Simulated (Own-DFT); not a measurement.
# One host, several defects: C11b WSi2

Source: density functional calculations with Own-DFT, an unreviewed in-house program that is no longer used. Nothing was measured or relaxed, and spin and spin-orbit coupling are left out.

Settings: PBE; PseudoDojo norm-conserving scalar-relativistic files; cutoff 50 hartree; 5 x 5 x 5 k mesh centred on Gamma; cold (Marzari-Vanderbilt) smearing of 0.2 eV.

Keep in mind: forces on such cells failed a check on a denser k mesh; stress not checked against mesh or cutoff.

All runs share one cell, with vectors in Å (-2.148, -5.953, 3.409); (-6.444, 2.976, 1.136); (-2.553, -2.948, -6.757) and a volume of 403.2 Å³. u is the rms random offset of the atoms per axis. The defect's site can differ from row to row.

| cell | formula | u (Å) | P (GPa) |
|---|---|---|---|
| no defect | Si20W10 | 0.0199 | 4.53 |
| no defect | Si20W10 | 0.0210 | 4.38 |
| no defect | Si20W10 | 0.0463 | 5.57 |
| one W vacancy | Si20W9 | 0.0253 | 3.27 |
| one W vacancy | Si20W9 | 0.0279 | ? |
| one W vacancy | Si20W9 | 0.0455 | 4.13 |
| one W vacancy | Si20W9 | 0.0459 | 4.23 |
| one Si on a W site | Si21W9 | 0.0313 | 6.39 |
| one Si on a W site | Si21W9 | 0.0335 | 6.22 |
| one Si on a W site | Si21W9 | 0.0498 | 7.56 |
| one Si vacancy | Si19W10 | 0.0266 | 3.13 |
| one Si vacancy | Si19W10 | 0.0349 | 3.33 |
| one Si vacancy | Si19W10 | 0.0490 | 4.28 |
| one W on a Si site | Si19W11 | 0.0272 | 9.86 |
| one W on a Si site | Si19W11 | 0.0334 | 9.86 |
| one W on a Si site | Si19W11 | 0.0552 | 12.48 |

## Working it out

P = P0 + c u² + a shift for each defect gives P0 = 3.96 GPa, c = 867 ± 95 GPa/Å² and a scatter of 0.29 GPa. The shifts, and each times the cell's volume:

- one W on a Si site: 5.35 ± 0.24 GPa, 13.5 eV
- one Si on a W site: 1.44 ± 0.24 GPa, 3.6 eV
- one W vacancy: -1.48 ± 0.24 GPa, -3.7 eV
- one Si vacancy: -1.63 ± 0.24 GPa, -4.1 eV

A positive shift means that the defect pushes the cell outwards. Shift times volume (160.2 GPa Å³ is 1 eV) depends little on the cell's size, so, taken for each site, it can be compared between cells at like pressure. The atoms around the defects weren't relaxed, which would change these numbers.

## Withheld run

Q: what pressure belongs in the blank (one W vacancy, u = 0.0279 Å)?

The fit gives 3.16 ± 0.34 GPa. The run itself gave 3.38 GPa.
